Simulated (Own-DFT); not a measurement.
Si12O23 (quartz with two neutral oxygen vacancies, atoms displaced) (calculated)

Computed with Own-DFT development build. A calculation, not a measurement: plane-wave PBE and HSE06 DFT by an unreviewed code, no spin, of a simulated cell at Gamma alone, so results move with cell size and shape, stress positive in tension, energies less offsets, not probed for a lower state with spin; oxygen file: force components 24 meV/angstrom off all-electron in a glass; k mesh not checked against a denser one; forces and stress are PBE's, HSE06 gives the energy alone, and its difference from PBE has offsets of its own; offsets are fitted by least squares, one for each functional and potential file, so energies compare only between cells with the same atoms and settings and are not formation energies; the far tail of each file's local potential was reset to the Coulomb form; each entry is a single point on an unrelaxed cell, so the pressure reflects the starting lattice, mostly measured values (interpolated for alloys), from which strain is counted, and rises with the displacements; printed positions are rounded, which can move forces by about a meV/angstrom; the program, named Own-DFT, is a retired in-house code; no spin-orbit coupling.

### Si12O23 (quartz with two neutral oxygen vacancies, atoms displaced)

```
cell vectors (Å)
   9.8268     0.0000     0.0000
  -4.9134     8.5103     0.0000
   0.0000     0.0000    10.8104
atoms (fractions of the cell vectors)
Si  0.23223  0.99581  0.99484
Si  0.99861  0.23013  0.33350
Si  0.26180  0.26340  0.16954
O   0.20517  0.13520  0.05891
O   0.43004  0.29762  0.22288
O   0.36080  0.07035  0.38888
O   0.07725  0.36745  0.44437
O   0.13726  0.20996  0.27463
O   0.29391  0.42525  0.10694
Si  0.23199  0.00253  0.50573
Si  0.00617  0.24516  0.83086
Si  0.26806  0.27074  0.66589
O   0.20267  0.13546  0.56275
O   0.43054  0.29104  0.72805
O   0.36181  0.07019  0.88671
O   0.06770  0.36304  0.94022
O   0.13789  0.21260  0.77491
O   0.29688  0.42838  0.60759
Si  0.22665  0.49876  0.99656
Si  0.00579  0.73795  0.33013
Si  0.25961  0.76402  0.16599
O   0.20761  0.63240  0.06193
O   0.36541  0.57617  0.39577
O   0.06805  0.86539  0.44096
O   0.13240  0.70583  0.27235
O   0.29057  0.92354  0.10855
Si  0.23976  0.50578  0.50257
Si  0.99462  0.73284  0.83283
Si  0.26956  0.76768  0.66446
O   0.20810  0.64282  0.55997
O   0.42802  0.79192  0.72748
O   0.36475  0.56803  0.89495
O   0.07478  0.86831  0.94421
O   0.13381  0.70075  0.77367
O   0.28781  0.92362  0.60382
Si  0.73081  0.99965  0.99650
Si  0.49913  0.22876  0.33280
Si  0.76474  0.26753  0.16960
O   0.70867  0.13148  0.06046
O   0.92627  0.29703  0.22590
O   0.86347  0.07029  0.39300
O   0.56752  0.35716  0.44839
O   0.62716  0.20532  0.27538
O   0.79018  0.41932  0.10367
Si  0.73321  0.00308  0.50280
Si  0.50630  0.23945  0.83704
Si  0.76036  0.26427  0.66560
O   0.70877  0.13604  0.56363
O   0.92448  0.29568  0.73026
O   0.86304  0.07836  0.88946
O   0.57681  0.36958  0.94126
O   0.63315  0.21035  0.77477
O   0.79385  0.42581  0.61032
Si  0.73329  0.50056  0.99657
Si  0.50848  0.74492  0.33099
Si  0.76478  0.76868  0.16737
O   0.70403  0.62965  0.06369
O   0.92565  0.79474  0.22459
O   0.86675  0.57624  0.39426
O   0.57000  0.86304  0.44259
O   0.79499  0.93179  0.10931
Si  0.73133  0.50421  0.49799
Si  0.50504  0.74137  0.83404
Si  0.76391  0.76557  0.66569
O   0.70858  0.63019  0.55750
O   0.92589  0.79564  0.72619
O   0.86614  0.57409  0.89458
O   0.57355  0.86291  0.93811
O   0.64057  0.71591  0.76904
O   0.79486  0.93032  0.61013
```

```
first functional                 : PBE
second functional                : HSE06
exact exchange share             : 0.25
screening                        : 0.11 1/bohr
exchange divergence              : Gygi-Baldereschi
potential files                  : PseudoDojo norm-conserving, scalar-relativistic, made for PBE, standard set
wave cutoff                      : 48 hartree
occupations                      : fixed
k mesh                           : 1 x 1 x 1 centred on Gamma
PBE energy of cell above offsets : -20.927 eV
HSE06 less PBE above offsets     : 0.005 eV
PBE pressure                     : 7.29 GPa
PBE stress xx                    : -6.08 GPa
PBE stress yy                    : -8.74 GPa
PBE stress zz                    : -7.04 GPa
PBE stress yz                    : -1.81 GPa
PBE stress xz                    : 1.43 GPa
PBE stress xy                    : 0.35 GPa
```

Force:
| element | x (eV/Å) | y (eV/Å) | z (eV/Å) |
| --- | --- | --- | --- |
| Si | 1.159 | 3.554 | 2.834 |
| Si | -0.444 | 2.368 | 0.484 |
| Si | 1.857 | 1.004 | -2.327 |
| O | 0.695 | -1.284 | -0.621 |
| O | 0.909 | -0.421 | 1.118 |
| O | -0.865 | -1.211 | 1.349 |
| O | -0.552 | -1.147 | -0.812 |
| O | -1.452 | -1.196 | 1.781 |
| O | -1.362 | 0.906 | -1.023 |
| Si | -0.446 | -0.264 | -3.178 |
| Si | -0.696 | -3.472 | -0.232 |
| Si | 1.531 | -1.014 | 1.91 |
| O | -0.126 | -0.271 | -0.45 |
| O | -1.36 | 0.581 | -1.034 |
| O | 0.716 | 0.461 | 0.12 |
| O | -0.533 | 1.456 | 1.595 |
| O | 0.266 | -0.076 | -0.056 |
| O | -0.318 | 1.8 | -0.211 |
| Si | 2.971 | -0.589 | 1.935 |
| Si | -2.671 | -0.303 | 1.448 |
| Si | 4.309 | -0.084 | 1.677 |
| O | -1.062 | -0.108 | -0.719 |
| O | 1.61 | 1.241 | -1.354 |
| O | 0.401 | 0.917 | 0.48 |
| O | 0.074 | -1.041 | 0.591 |
| O | -0.815 | 2.001 | -1.388 |
| Si | -1.267 | -0.27 | -0.04 |
| Si | 2.493 | 1.363 | -0.333 |
| Si | -1.189 | 0.196 | 2.414 |
| O | 0.84 | -2.557 | -2.012 |
| O | -0.22 | 0.747 | -0.759 |
| O | 0.817 | 1.815 | -1.453 |
| O | -2.405 | -3.593 | -2.381 |
| O | -1.174 | 0.644 | 0.492 |
| O | 0.942 | 0.615 | 1.263 |
| Si | 2.347 | 0.918 | 0.758 |
| Si | -4.212 | 2.261 | 0.974 |
| Si | -0.124 | -2.379 | -0.599 |
| O | -1.436 | 1.132 | 1.057 |
| O | 1.558 | -0.274 | 1.354 |
| O | -0.17 | -0.306 | 0.075 |
| O | -0.004 | -0.002 | -0.729 |
| O | 4.069 | -0.487 | -1.737 |
| O | -0.969 | 2.237 | -1.093 |
| Si | 0.873 | -1.22 | -0.33 |
| Si | -2.099 | -1.636 | -0.482 |
| Si | 1.23 | 1.543 | 2.152 |
| O | -0.536 | -1.375 | -1.56 |
| O | -0.918 | 0.549 | -1.522 |
| O | 0.423 | -0.101 | -0.251 |
| O | -1.489 | -1.04 | -0.217 |
| O | 1.427 | -0.833 | -0.041 |
| O | -1.353 | 2.03 | -1.699 |
| Si | 1.085 | 0.448 | 3.025 |
| Si | -0.996 | -2.484 | -4.202 |
| Si | -2.193 | -0.868 | 1.4 |
| O | -0.379 | 0.405 | -0.165 |
| O | 1.179 | 0.253 | 0.432 |
| O | 0.298 | 0.01 | -0.771 |
| O | 0.3 | 2.268 | 2.266 |
| O | -0.322 | 0.442 | -1.064 |
| Si | 3.596 | -4.302 | -0.436 |
| Si | -0.25 | -4.506 | -1.174 |
| Si | 1.511 | 0.515 | -2.224 |
| O | -2.978 | 3.801 | 2.359 |
| O | 0.601 | 0.098 | 0.053 |
| O | 0.349 | -0.277 | -0.57 |
| O | -0.551 | 1.446 | 2.036 |
| O | -2.259 | -1.409 | 2.545 |
| O | -0.242 | 0.376 | -0.73 |
